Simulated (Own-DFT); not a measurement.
# Computed records: Hf31SiO64 (monoclinic hafnia with substituted atoms, atoms displaced)

Computed with Own-DFT development build. A calculation, not a measurement: plane-wave PBE and HSE06 DFT by an unreviewed code, no spin, of a simulated cell at Gamma alone, so results move with cell size and shape, stress positive in tension, energies less offsets, not probed for a lower state with spin; hafnium file: forces about 75 meV/angstrom off all-electron values; oxygen file: force components 24 meV/angstrom off all-electron in a glass; k mesh not checked against a denser one; forces and stress are PBE's, HSE06 gives the energy alone, and its difference from PBE has offsets of its own; offsets are fitted by least squares, one for each functional and potential file, so energies compare only between cells with the same atoms and settings and are not formation energies; the far tail of each file's local potential was reset to the Coulomb form; each entry is a single point on an unrelaxed cell, so the pressure reflects the starting lattice, mostly measured values, from which strain is counted, and rises with the displacements; printed positions are rounded, which can move forces by about a meV/angstrom; the program is a retired in-house code; no spin-orbit coupling.

Hf31SiO64 (monoclinic hafnia with substituted atoms, atoms displaced)

```cif
# cell vector a (Å): 10.2340 0.0000 0.0000
# cell vector b (Å): 0.0000 10.3500 0.0000
# cell vector c (Å): -1.6955 0.0000 10.4453
data_Hf31SiO64
_symmetry_space_group_name_H-M 'P 1'
_symmetry_Int_Tables_number 1
_cell_length_a 10.2340
_cell_length_b 10.3500
_cell_length_c 10.5820
_cell_angle_alpha 90.000
_cell_angle_beta 99.220
_cell_angle_gamma 90.000
_cell_volume 1106.39
loop_
_atom_site_label
_atom_site_type_symbol
_atom_site_fract_x
_atom_site_fract_y
_atom_site_fract_z
_atom_site_occupancy
Hf1 Hf 0.15808 0.02858 0.09662 1
Hf2 Hf 0.36187 0.27618 0.14614 1
Hf3 Hf 0.36280 0.48047 0.38485 1
Hf4 Hf 0.13034 0.23441 0.36472 1
O1 O 0.05487 0.16259 0.16546 1
O2 O 0.46405 0.42745 0.07297 1
O3 O 0.46868 0.32986 0.33581 1
O4 O 0.03799 0.06476 0.42750 1
O5 O 0.21520 0.38408 0.25028 1
O6 O 0.27614 0.14233 0.00617 1
O7 O 0.27113 0.11559 0.26068 1
O8 O 0.22776 0.35998 0.47853 1
Hf5 Hf 0.13758 0.03473 0.60682 1
Hf6 Hf 0.34716 0.27616 0.65090 1
Hf7 Hf 0.36554 0.49394 0.89451 1
Hf8 Hf 0.13852 0.23681 0.85318 1
O9 O 0.04814 0.17238 0.67224 1
O10 O 0.46480 0.39659 0.57596 1
O11 O 0.45413 0.32840 0.82434 1
O12 O 0.03548 0.08988 0.92779 1
O13 O 0.22769 0.38814 0.74169 1
O14 O 0.28365 0.11217 0.51989 1
O15 O 0.27589 0.12272 0.76891 1
O16 O 0.23837 0.37892 0.99611 1
Hf9 Hf 0.13172 0.51223 0.10878 1
Hf10 Hf 0.36410 0.77721 0.14397 1
Hf11 Hf 0.35879 0.98873 0.38846 1
Hf12 Hf 0.13846 0.72229 0.34788 1
O17 O 0.03668 0.65471 0.17219 1
O18 O 0.45981 0.91930 0.06632 1
O19 O 0.45288 0.84223 0.31724 1
O20 O 0.02896 0.58563 0.44035 1
O21 O 0.23134 0.88840 0.24567 1
O22 O 0.27367 0.62935 0.00957 1
O23 O 0.27200 0.61015 0.25590 1
O24 O 0.24069 0.87111 0.49370 1
Hf13 Hf 0.13417 0.51729 0.60673 1
Hf14 Hf 0.36357 0.78244 0.65865 1
Hf15 Hf 0.35452 0.97433 0.90660 1
Hf16 Hf 0.15071 0.72829 0.84696 1
O25 O 0.03477 0.67381 0.66111 1
O26 O 0.47373 0.91507 0.57006 1
O27 O 0.46441 0.83712 0.83481 1
O28 O 0.03823 0.58655 0.92140 1
O29 O 0.24114 0.87292 0.74461 1
O30 O 0.26837 0.63852 0.50104 1
O31 O 0.27183 0.62437 0.73800 1
O32 O 0.21257 0.85835 0.98956 1
Hf17 Hf 0.62338 0.02227 0.10606 1
Hf18 Hf 0.87082 0.26979 0.13002 1
Hf19 Hf 0.85246 0.46511 0.38943 1
Hf20 Hf 0.64503 0.23363 0.34936 1
O33 O 0.52940 0.16510 0.17710 1
O34 O 0.97200 0.41664 0.07309 1
O35 O 0.95313 0.33165 0.32222 1
O36 O 0.53956 0.08667 0.42857 1
O37 O 0.73867 0.37949 0.22886 1
O38 O 0.78602 0.12421 0.01401 1
O39 O 0.79185 0.10141 0.26101 1
O40 O 0.72032 0.37222 0.50087 1
Si1 Si 0.64562 0.02116 0.59246 1
Hf21 Hf 0.84589 0.25942 0.63546 1
Hf22 Hf 0.86083 0.48276 0.91437 1
Hf23 Hf 0.64009 0.21646 0.85809 1
O41 O 0.54346 0.16635 0.68502 1
O42 O 0.96661 0.42413 0.58893 1
O43 O 0.96675 0.33979 0.82436 1
O44 O 0.54450 0.08458 0.92238 1
O45 O 0.72861 0.37306 0.73633 1
O46 O 0.77891 0.12126 0.49800 1
O47 O 0.77289 0.12008 0.76639 1
O48 O 0.72367 0.36090 0.00080 1
Hf24 Hf 0.63049 0.51344 0.10245 1
Hf25 Hf 0.85495 0.75635 0.14175 1
Hf26 Hf 0.86422 0.99036 0.39801 1
Hf27 Hf 0.63526 0.73333 0.34766 1
O49 O 0.53434 0.66539 0.16567 1
O50 O 0.96846 0.89986 0.06718 1
O51 O 0.97091 0.82391 0.31426 1
O52 O 0.53912 0.58556 0.43762 1
O53 O 0.72394 0.88142 0.24001 1
O54 O 0.77344 0.63854 0.00290 1
O55 O 0.79772 0.60715 0.26516 1
O56 O 0.72519 0.86966 0.47857 1
Hf28 Hf 0.64218 0.53267 0.60074 1
Hf29 Hf 0.87044 0.76859 0.63464 1
Hf30 Hf 0.86377 0.99359 0.88429 1
Hf31 Hf 0.62395 0.72178 0.84609 1
O57 O 0.54464 0.66688 0.66852 1
O58 O 0.94966 0.91555 0.57330 1
O59 O 0.95681 0.83429 0.82320 1
O60 O 0.54347 0.58430 0.93010 1
O61 O 0.71258 0.86827 0.75232 1
O62 O 0.77146 0.61961 0.50000 1
O63 O 0.77786 0.62336 0.75744 1
O64 O 0.71354 0.87946 0.98787 1
```

It was run with first functional PBE, second functional HSE06, exact exchange share 0.25, screening 0.11 1/bohr, exchange divergence Gygi-Baldereschi, potential files PseudoDojo norm-conserving, scalar-relativistic, made for PBE, standard set, wave cutoff 48 hartree, occupations fixed and k mesh 1 x 1 x 1 centred on Gamma.

Results for Hf31SiO64 (monoclinic hafnia with substituted atoms, atoms displaced): PBE energy of cell above offsets -73.947 eV; HSE06 less PBE above offsets 1.180 eV; PBE pressure 7.56 GPa; PBE stress xx -6.91 GPa; PBE stress yy -7.29 GPa; PBE stress zz -8.48 GPa; PBE stress yz 0 GPa; PBE stress xz -1.73 GPa; PBE stress xy 0.74 GPa.

Force:
```csv
element,x (eV/Å),y (eV/Å),z (eV/Å)
Hf,-4.926,-2.957,1.693
Hf,-0.715,0.4,0.602
Hf,-0.24,0.481,4.037
Hf,0.308,-2.235,-2.614
O,-2.465,2.301,0.763
O,-0.931,-1.901,1.291
O,0.428,0.108,-1.851
O,2.267,3.255,-0.541
O,0.787,-1.934,-1.053
O,1.257,-0.785,0.613
O,1.19,2.962,-0.336
O,-0.641,1.28,1.866
Hf,1.46,-5.071,-0.228
Hf,4.295,-1.271,-0.8
Hf,-0.609,-2.047,-0.696
Hf,-1.037,0.947,0.599
O,-2.451,1.637,-0.319
O,-0.047,1.727,-0.374
O,0.703,0.966,1.615
O,1.353,0.907,-1.112
O,-0.978,-0.493,0.54
O,-1.045,2.484,0.035
O,-0.159,-0.599,-0.056
O,-0.881,-0.663,-0.529
Hf,3.322,3.022,-1.312
Hf,-1.864,-1.656,0.752
Hf,0.12,-2.082,3.446
Hf,-1.033,1.07,1.692
O,-0.642,-0.08,-0.062
O,-0.723,-0.781,2.057
O,3.09,-1.791,0.002
O,0.048,-0.636,-2.582
O,-0.648,-1.145,-2.079
O,1.237,0.03,-0.69
O,1.28,1.321,-0.672
O,-1.129,0.303,-0.173
Hf,-0.236,2.34,-2.345
Hf,2.758,-1.097,-6.109
Hf,1.095,1.602,-4.188
Hf,-4.71,-0.631,0.224
O,1.463,-0.509,1.431
O,2.022,1.11,0.838
O,-0.355,-0.235,0.313
O,-0.315,-0.52,-0.014
O,-3.5,2.659,1.067
O,1.006,-1.866,0.446
O,0.935,-0.418,3.021
O,1.778,2.064,0.262
Hf,5.406,-2.083,-0.815
Hf,-0.148,-2.657,1.844
Hf,1.68,4.235,3.438
Hf,-1.371,-1.326,0.722
O,-0.1,1.005,0.119
O,-1.819,-1.872,0.733
O,2.751,-2.445,0.141
O,1.958,0.473,0.714
O,-2.435,-1.698,0.768
O,-0.452,0.686,-0.021
O,-1.984,4.595,-2.42
O,0.605,-2.018,-2.8
Si,-5.208,-1.598,-0.79
Hf,1.325,3.849,3.64
Hf,0.818,1.15,-5.838
Hf,-0.252,3.339,-1.732
O,0.696,-1.844,-2.249
O,-1.912,-2.816,-0.853
O,0.083,-0.695,0.668
O,-3.069,-2.011,1.591
O,-0.196,0.21,0.713
O,-1.741,1.178,2.407
O,1.177,0.949,-3.226
O,0.208,1.179,-1.188
Hf,2.537,1.358,0.787
Hf,2.268,5.142,0.246
Hf,0.277,-6.573,-1.918
Hf,0.513,0.316,1.006
O,0.157,0.511,1.043
O,0.203,0.756,0.289
O,-0.942,1.088,1.298
O,-1.564,0.72,-3.704
O,-0.98,-1.618,-0.331
O,-0.437,-2.58,-0.042
O,-2.283,1.379,-1.566
O,-1.371,0.691,1.303
Hf,0.65,-3.369,2.521
Hf,-2.98,-1.026,2.376
Hf,-0.16,-6.424,3.728
Hf,4.88,3.473,0.64
O,-3.094,1.223,0.796
O,2.913,2.508,0.938
O,1.782,-0.044,-0.895
O,-2.045,-1.665,-0.684
O,1.401,2.883,-3.063
O,0.55,1.385,0.151
O,0.019,-1.063,0.455
O,-0.238,-0.435,0.592
```
